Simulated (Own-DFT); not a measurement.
# Response to strain: wurtzite GaN, 72 atoms (Ga36N36)

All numbers below are calculated, not measured. They come from Own-DFT, an in-house plane-wave density functional program, since retired, whose code no person has reviewed. Each row is one single-point run on a periodic cell that was not relaxed, without spin or spin-orbit coupling.

Settings of every run: PBE; PseudoDojo norm-conserving scalar-relativistic files (stringent for Ga); cutoff 96 hartree; 4 x 4 x 3 k mesh centred on Gamma; Gaussian smearing of 0.01 eV.

Known limits: forces not confirmed at this smearing and k mesh; stress not checked against mesh or cutoff.

Unstrained cell vectors in Å: (9.567, 0.000, 0.000); (-4.783, 8.285, 0.000); (0.000, 0.000, 10.370). The unstrained cell has measured lattice constants (interpolated for alloys), not those of this functional. That, the random moves and any unrelaxed bonds set the pressure at no strain. Each run strains this cell uniformly, with the atoms carried along. Every atom was also moved at random, by a Gaussian of width 0.05 Å on each axis. Strain is the symmetric tensor, in per cent. Stress is positive in tension, and the pressure is minus a third of its trace.

| run | e_xx (%) | e_yy (%) | e_zz (%) | e_yz (%) | e_xz (%) | e_xy (%) | s_xx (GPa) | s_yy (GPa) | s_zz (GPa) | s_yz (GPa) | s_xz (GPa) | s_xy (GPa) | P (GPa) | E (meV/atom) |
|---|---|---|---|---|---|---|---|---|---|---|---|---|---|---|
| 1 | -1.09 | -1.65 | -1.02 | -1.45 | 1.16 | -0.19 | -12.74 | -17.48 | -16.45 | -2.34 | 2.71 | -0.84 | 15.56 | 55.3 |
| 2 | -0.06 | 1.15 | 0.59 | -0.97 | -0.31 | -1.09 | -5.43 | -2.08 | -3.35 | -2.55 | -1.03 | -3.97 | 3.62 | 3.6 |
| 3 | 0.95 | 0.82 | 1.33 | 0.24 | -0.74 | 0.05 | -1.94 | -0.76 | -0.38 | 0.28 | -1.56 | -0.48 | 1.03 | 0.0 |
| 4 | 1.35 | 0.71 | 0.19 | -1.72 | 0.23 | 1.58 | -0.37 | -2.23 | -5.60 | -3.44 | 0.40 | 3.91 | 2.74 | 13.4 |
| 5 | -0.19 | 1.10 | -0.41 | 1.95 | -1.21 | 1.70 | -6.97 | -2.53 | -11.02 | 4.20 | -3.84 | 6.37 | 6.84 | 39.0 |
| 6 | 1.79 | -0.65 | -1.10 | 1.01 | -1.15 | -1.58 | -1.49 | -9.00 | -11.28 | 2.11 | -1.88 | -3.16 | 7.26 | 37.4 |
| 7 | 1.87 | -1.59 | 1.40 | -0.35 | 0.25 | -0.19 | -0.55 | -11.44 | 0.07 | -0.37 | 0.03 | -0.83 | 3.98 | 9.5 |
| 8 | 1.34 | 1.48 | 1.50 | 1.73 | 0.30 | -1.11 | 0.47 | 1.17 | 0.28 | 3.53 | 0.32 | -3.31 | -0.64 | 8.6 |
| 9 | -1.45 | 0.82 | 0.77 | 1.49 | -0.42 | -0.73 | -11.69 | -4.18 | -4.56 | 3.47 | -1.28 | -2.47 | 6.81 | 17.5 |
| 10 | -0.62 | -1.32 | -0.09 | -1.55 | -1.69 | 1.82 | -9.50 | -13.41 | -11.68 | -4.29 | -3.11 | 4.61 | 11.53 | 47.5 |
| 11 | 0.90 | -1.29 | 0.40 | 0.56 | -1.76 | -0.93 | -4.09 | -11.07 | -5.51 | 0.87 | -2.84 | -1.93 | 6.89 | 15.0 |
| 12 | -0.55 | -0.95 | -1.39 | -0.06 | 1.04 | 0.92 | -11.47 | -13.04 | -15.43 | 0.32 | 1.31 | 2.89 | 13.32 | 38.0 |
| 13 | -1.32 | -0.46 | 1.39 | 1.03 | 0.92 | 1.80 | -10.41 | -8.90 | -3.34 | 1.93 | 1.54 | 4.58 | 7.55 | 20.3 |
| 14 | -1.88 | 0.07 | 0.45 | 0.46 | -0.23 | 1.56 | -13.27 | -9.25 | -7.20 | 1.34 | -0.37 | 6.30 | 9.91 | 26.7 |
| 15 | 1.69 | 0.75 | 1.69 | 0.87 | -1.36 | -0.05 | 1.29 | -1.15 | -0.48 | 1.90 | -2.56 | -0.77 | 0.11 | 27.4 |
| 16 | -1.37 | 1.82 | 0.83 | -1.88 | 0.40 | 1.65 | -10.40 | -0.38 | -4.26 | -4.05 | 0.55 | 4.29 | 5.01 | 28.8 |
| 17 | 1.15 | -2.00 | 1.94 | -1.58 | -0.67 | -1.40 | ? | ? | ? | ? | ? | ? | ? | ? |

E is the free energy for each atom above the lowest run shown.

## Worked fit

Each stress component was fitted by least squares to a constant and the strains of the runs shown, as fractions, with shears doubled. Shear strains stay in the fit of a normal stress only where such slopes are resolved. The slopes, in GPa:

| stress | at no strain | per e_xx | per e_yy | per e_zz | scatter |
|---|---|---|---|---|---|
| s_xx | -6.8 | 372 ± 11 | 72 ± 13 | 78 ± 16 | 0.52 |
| s_yy | -7.3 | 109 ± 12 | 438 ± 15 | 82 ± 18 | 0.60 |
| s_zz | -8.3 | 91 ± 24 | 61 ± 30 | 471 ± 36 | 1.21 |

Each shear stress against twice its own strain: yz 111 ± 5, xz 91 ± 7, xy 150 ± 9 GPa. These are stiffnesses along x, y and z of the frame in which the cell vectors are given, which need not be the crystal's axes. The atoms are held to the strained lattice; where symmetry lets them move under strain, relaxing them would lower some slopes. The table should be nearly symmetric about its diagonal, and what it lacks of that shows the noise. A ninth of its sum, 197 ± 5 GPa, estimates the bulk modulus near the mean pressure of these runs, 6.3 GPa, so it lies above the value at zero pressure.

## Withheld run

Question: what normal stresses and pressure should run 17 give?

The fit gives s_xx = -2.5, s_yy = -13.1, s_zz = 0.6 and P = 5.0 GPa. The calculation gave -4.24, -11.90, 1.05 and P = 5.03 GPa.
